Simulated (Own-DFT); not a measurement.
Simulation results for AlGa3N4 (wurtzite random alloy, strained, atoms displaced)

Computed with Own-DFT development build. A calculation, not a measurement: plane-wave PBE density functional theory by an unreviewed code, no spin, of a simulated periodic cell, stress positive in tension, free energy of the whole cell less one offset for each atom, forces on such cells passed a denser k mesh, this cell's mesh not checked; offsets are fitted by least squares, one for each functional and potential file, so energies compare only between cells with the same atoms and settings and are not formation energies; the far tail of each file's local potential was reset to the Coulomb form; each entry is a single point on an unrelaxed cell, so the pressure reflects the starting lattice, mostly measured values, from which strain is counted, and rises with the displacements; printed positions are rounded, which can move forces by about a meV/angstrom; the program is a retired in-house code; no spin-orbit coupling.

Settings shared by all entries: functional PBE; potential files PseudoDojo norm-conserving, scalar-relativistic, standard set with the stringent files for Ga; wave cutoff 96 hartree; occupations Gaussian; smearing width 0.01 eV; k mesh 4 x 4 x 3 centred on Gamma.

(1) AlGa3N4 (wurtzite random alloy, strained, atoms displaced)

```
cell vectors (Å)
   9.6281     0.0000     0.0000
  -4.8141     8.3382     0.0000
   0.0000     0.0000    10.2685
atoms (fractions of the cell vectors)
Al  0.09738  0.20462  0.99199
Ga  0.21789  0.10573  0.24755
N   0.10911  0.22950  0.18874
N   0.23032  0.10890  0.44440
Al  0.09751  0.20616  0.50695
Al  0.23052  0.11645  0.75127
N   0.10178  0.22144  0.69754
N   0.21875  0.10700  0.94831
Ga  0.10940  0.54490  0.99779
Ga  0.23011  0.45376  0.25408
N   0.10653  0.56432  0.18834
N   0.22676  0.43849  0.43883
Ga  0.11185  0.55905  0.49713
Ga  0.22182  0.43994  0.74628
N   0.11301  0.56091  0.68569
N   0.21970  0.44283  0.93869
Ga  0.11647  0.88910  0.99085
Ga  0.21861  0.78444  0.25124
N   0.10926  0.88290  0.19028
N   0.22721  0.77571  0.44043
Ga  0.12504  0.89655  0.49978
Ga  0.21710  0.77003  0.74309
N   0.10349  0.88825  0.68735
N   0.22530  0.77749  0.93578
Ga  0.44952  0.22592  0.00370
Ga  0.56415  0.11597  0.25239
N   0.43992  0.22395  0.17988
N   0.55345  0.10667  0.43642
Ga  0.44478  0.23661  0.50227
Ga  0.55396  0.10334  0.74395
N   0.44430  0.21641  0.69031
N   0.56841  0.11404  0.94007
Al  0.43273  0.55314  0.99480
Ga  0.55054  0.43128  0.25070
N   0.44917  0.55637  0.19361
N   0.56138  0.45395  0.43402
Ga  0.44804  0.55730  0.49837
Ga  0.56089  0.44596  0.75635
N   0.43328  0.55594  0.68428
N   0.56202  0.43748  0.94104
Ga  0.45134  0.89019  0.00489
Ga  0.55914  0.77197  0.25095
N   0.45618  0.90004  0.18698
N   0.55838  0.77746  0.43666
Ga  0.43390  0.88482  0.50186
Al  0.55137  0.78098  0.75050
N   0.44575  0.89524  0.69407
N   0.55416  0.77127  0.94135
Ga  0.78232  0.22732  0.98997
Al  0.88277  0.11047  0.24911
N   0.77203  0.22030  0.18582
N   0.89500  0.11871  0.43472
Al  0.77314  0.21752  0.49318
Ga  0.88658  0.12319  0.74532
N   0.77147  0.21595  0.68703
N   0.88531  0.11199  0.93169
Al  0.78807  0.56782  0.00108
Ga  0.88211  0.44871  0.25665
N   0.78633  0.55548  0.18262
N   0.88789  0.43625  0.43549
Ga  0.78424  0.55671  0.50730
Ga  0.87756  0.43060  0.74849
N   0.77174  0.55030  0.68621
N   0.89540  0.44645  0.93679
Ga  0.77394  0.88322  0.99521
Ga  0.88691  0.77526  0.25043
N   0.77593  0.87729  0.19667
N   0.88186  0.77957  0.44118
Al  0.78744  0.89142  0.49826
Ga  0.87210  0.77002  0.75265
N   0.78776  0.89577  0.68173
N   0.88597  0.77547  0.93968
```

- free energy of cell above offsets: -9.253 eV
- pressure: 2.35 GPa
- stress xx: -0.28 GPa
- stress yy: -1.28 GPa
- stress zz: -5.5 GPa
- stress yz: -0.14 GPa
- stress xz: -0.24 GPa
- stress xy: -0.65 GPa

Force:
```tsv
element	x (eV/Å)	y (eV/Å)	z (eV/Å)
Al	0.383	1.871	1.462
Ga	-0.576	0.86	-0.144
N	-0.374	-1.51	-0.848
N	-1.979	1.138	-0.671
Al	1.28	1.95	-0.836
Al	-1.066	-1.323	0.349
N	2.376	-0.472	-1.588
N	-0.08	1.201	-2.147
Ga	-0.483	1.746	0.754
Ga	-0.98	-0.666	-0.806
N	1.04	-0.725	0.444
N	-0.934	-0.701	1.281
Ga	0.894	-1.485	-0.082
Ga	-1.11	0.815	0.333
N	-0.42	-2.152	-0.132
N	1.158	-1.49	-0.178
Ga	0.082	-1.001	0.97
Ga	2.109	-0.662	-0.663
N	-1.106	1.145	-0.674
N	-1.555	-0.047	-0.496
Ga	-1.308	-1.519	0.465
Ga	-0.617	1.656	1.297
N	0.575	0.693	0.987
N	0.334	-0.319	0.064
Ga	0.453	-1.165	-1.79
Ga	-1.289	-0.555	-0.871
N	0.526	-1.066	2.731
N	0.03	1.063	1.353
Ga	1.358	-0.669	-0.3
Ga	-0.609	1.498	1.749
N	-0.944	0.856	0.344
N	-1.823	-0.69	-0.949
Al	1.636	-0.36	1.277
Ga	0.045	1.827	-1
N	-0.208	-0.619	-2.056
N	0.797	-0.799	1.081
Ga	-0.56	0.327	-0.438
Ga	-1.263	-0.686	-0.653
N	2.021	1.092	1.367
N	-0.907	2.39	0.352
Ga	-0.773	0.268	-0.95
Ga	-1.103	0.643	-0.025
N	-0.527	-1.397	1.174
N	0.183	0.975	1.43
Ga	2.59	0.776	-0.181
Al	0.637	-0.249	-0.544
N	0.63	-2.534	-0.93
N	-0.232	-0.502	-1.361
Ga	-0.008	-0.013	1.772
Al	0.753	0.311	-0.643
N	1.797	0.618	0.237
N	-0.714	-1.259	0.688
Al	0.179	-0.108	0.267
Ga	0.885	-2.292	0.476
N	-0.578	0.798	-2.041
N	0.86	-0.706	0.91
Al	0.146	-2.114	-0.096
Ga	1.721	-0.795	-2.031
N	-1.832	0.186	0.084
N	-0.553	0.161	2.125
Ga	-0.443	0.231	-2.202
Ga	0.664	1.825	0.041
N	0.484	0.061	1.411
N	-1.567	0.548	-0.277
Ga	-0.113	0.729	1.15
Ga	0.694	-0.547	0.38
N	-0.436	2.637	-1.529
N	1.975	-0.29	-0.061
Al	-1.913	0.142	-0.334
Ga	1.522	1.016	-0.864
N	-2.152	-0.588	0.647
N	0.317	0.022	-0.062
```

(2) AlGa3N4 (wurtzite random alloy, strained, atoms displaced)

```
cell vectors (Å)
   9.6281     0.0000     0.0000
  -4.8141     8.3382     0.0000
   0.0000     0.0000    10.2685
atoms (fractions of the cell vectors)
Al  0.10992  0.21375  0.99469
Ga  0.21718  0.10557  0.24915
N   0.12269  0.21494  0.20070
N   0.23052  0.11680  0.44249
Ga  0.10839  0.21628  0.50019
Ga  0.21105  0.11596  0.75754
N   0.10819  0.22335  0.69599
N   0.22138  0.11385  0.92889
Al  0.10812  0.55272  0.99965
Ga  0.22067  0.44289  0.24286
N   0.11754  0.55910  0.19058
N   0.21508  0.43971  0.43859
Ga  0.11280  0.54565  0.49481
Ga  0.23106  0.45006  0.75271
N   0.10356  0.55496  0.68967
N   0.22499  0.44721  0.92728
Al  0.10671  0.88677  0.99680
Ga  0.22902  0.79121  0.24752
N   0.11723  0.89132  0.19202
N   0.21149  0.77494  0.43527
Ga  0.11313  0.88848  0.49188
Ga  0.22689  0.78572  0.74569
N   0.12309  0.89312  0.69195
N   0.22670  0.77542  0.93308
Ga  0.45227  0.22833  0.00508
Al  0.54942  0.11005  0.25309
N   0.44043  0.22091  0.18663
N   0.56421  0.12625  0.43878
Al  0.43940  0.22212  0.49948
Ga  0.55107  0.10322  0.75043
N   0.45859  0.22317  0.69524
N   0.54685  0.10466  0.94085
Ga  0.44150  0.55671  0.99766
Al  0.55409  0.44128  0.24658
N   0.44207  0.55535  0.18509
N   0.55287  0.44403  0.43754
Ga  0.45613  0.55526  0.50824
Ga  0.55951  0.44860  0.75425
N   0.44694  0.55819  0.69106
N   0.55017  0.44558  0.93527
Ga  0.44157  0.88116  0.99011
Ga  0.56011  0.78474  0.24897
N   0.45097  0.89964  0.18127
N   0.55735  0.77470  0.44130
Ga  0.43762  0.89572  0.49731
Al  0.56535  0.78197  0.75540
N   0.44666  0.89296  0.67601
N   0.55948  0.78020  0.94393
Ga  0.76929  0.21784  0.00839
Al  0.88927  0.10697  0.24777
N   0.77648  0.21902  0.18674
N   0.89701  0.11857  0.43859
Ga  0.77770  0.22565  0.50387
Ga  0.89262  0.11165  0.75062
N   0.77770  0.21966  0.68189
N   0.88450  0.10848  0.93836
Ga  0.77883  0.55098  0.99869
Ga  0.89408  0.45353  0.24838
N   0.77652  0.55113  0.19253
N   0.89003  0.45064  0.43333
Ga  0.77982  0.55570  0.49674
Ga  0.87645  0.44676  0.74634
N   0.78532  0.54942  0.68447
N   0.88927  0.44803  0.94468
Al  0.77935  0.89078  0.99562
Ga  0.88293  0.77123  0.24569
N   0.78319  0.88779  0.18455
N   0.89763  0.78397  0.42970
Ga  0.78717  0.89559  0.50542
Ga  0.89708  0.77385  0.75733
N   0.76929  0.88966  0.69148
N   0.89257  0.77723  0.94730
```

* free energy of cell above offsets: -9.154 eV
* pressure: 2.53 GPa
* stress xx: -1.86 GPa
* stress yy: 1 GPa
* stress zz: -6.71 GPa
* stress yz: 0.11 GPa
* stress xz: -0.57 GPa
* stress xy: 1.68 GPa

Force:
```tsv
element	x (eV/Å)	y (eV/Å)	z (eV/Å)
Al	-0.403	1.006	0.639
Ga	2.049	-0.128	1.134
N	-4.212	1.032	-3.105
N	-0.14	-0.65	-0.157
Ga	0.476	1.2	0.275
Ga	2.544	-0.395	-3.309
N	0.212	0.555	-1.311
N	-0.092	-0.962	4.634
Al	0.596	0.434	-0.484
Ga	0.601	-0.112	1.324
N	-0.609	0.23	-1.61
N	2.121	-0.208	-0.283
Ga	-1.504	1.197	1.093
Ga	-1.755	-0.014	-2.48
N	0.913	0.13	-0.228
N	-1.045	-0.995	4.121
Al	1.748	0.746	0.434
Ga	1.176	-1.4	-0.01
N	-1.376	-0.569	-2.218
N	1.818	-0.019	-0.004
Ga	-0.413	0.601	1.314
Ga	1.005	-1.581	-0.231
N	-2.438	0.482	-0.813
N	-1.844	-0.589	1.253
Ga	-0.819	-0.862	-1.575
Al	0.849	0.733	-0.601
N	1.066	0.543	1.482
N	-1.518	-1.122	-0.959
Al	1.413	0.768	1.159
Ga	0.716	0.773	-0.105
N	-2.511	0.751	-1.686
N	0.72	0.62	-0.297
Ga	0.037	-0.134	0.275
Al	-0.656	0.327	0.446
N	1.158	-0.047	0.549
N	0.838	-0.881	-0.632
Ga	-1.888	0.338	-1.564
Ga	0.248	-1.003	-1.526
N	0.739	1.069	0.981
N	1.069	0.334	1.465
Ga	-0.398	0.924	1.265
Ga	-0.214	-0.658	0.209
N	0.039	-0.199	1.118
N	-0.278	0.938	-0.274
Ga	1.079	-0.525	-1.416
Al	-1.83	-0.616	-0.888
N	1.041	-1.235	2.814
N	1.078	0.057	-1.611
Ga	0.278	0.107	-1.918
Al	0.158	0.505	0.315
N	0.185	-0.314	2.315
N	-1.065	-1.107	-0.924
Ga	0.65	0.412	-1.736
Ga	-1.433	0.396	-0.208
N	0.008	0.118	2.494
N	0.902	0.009	1.032
Ga	-1.127	0.289	0.774
Ga	0.744	-1.274	-0.051
N	-1.365	-0.216	-0.761
N	0.398	-0.724	0.677
Ga	-0.198	0.396	-0.593
Ga	4.429	-2.331	1.399
N	-3.958	2.728	-0.215
N	0.83	-0.816	-0.659
Al	0.066	-0.146	0.752
Ga	0.582	0.694	-0.174
N	-0.623	0.981	-0.522
N	-1.07	-0.502	1.625
Ga	-0.678	-0.48	-1.27
Ga	-0.29	0.386	-1.208
N	1.962	-0.402	0.651
N	-0.792	0.407	-0.405
```
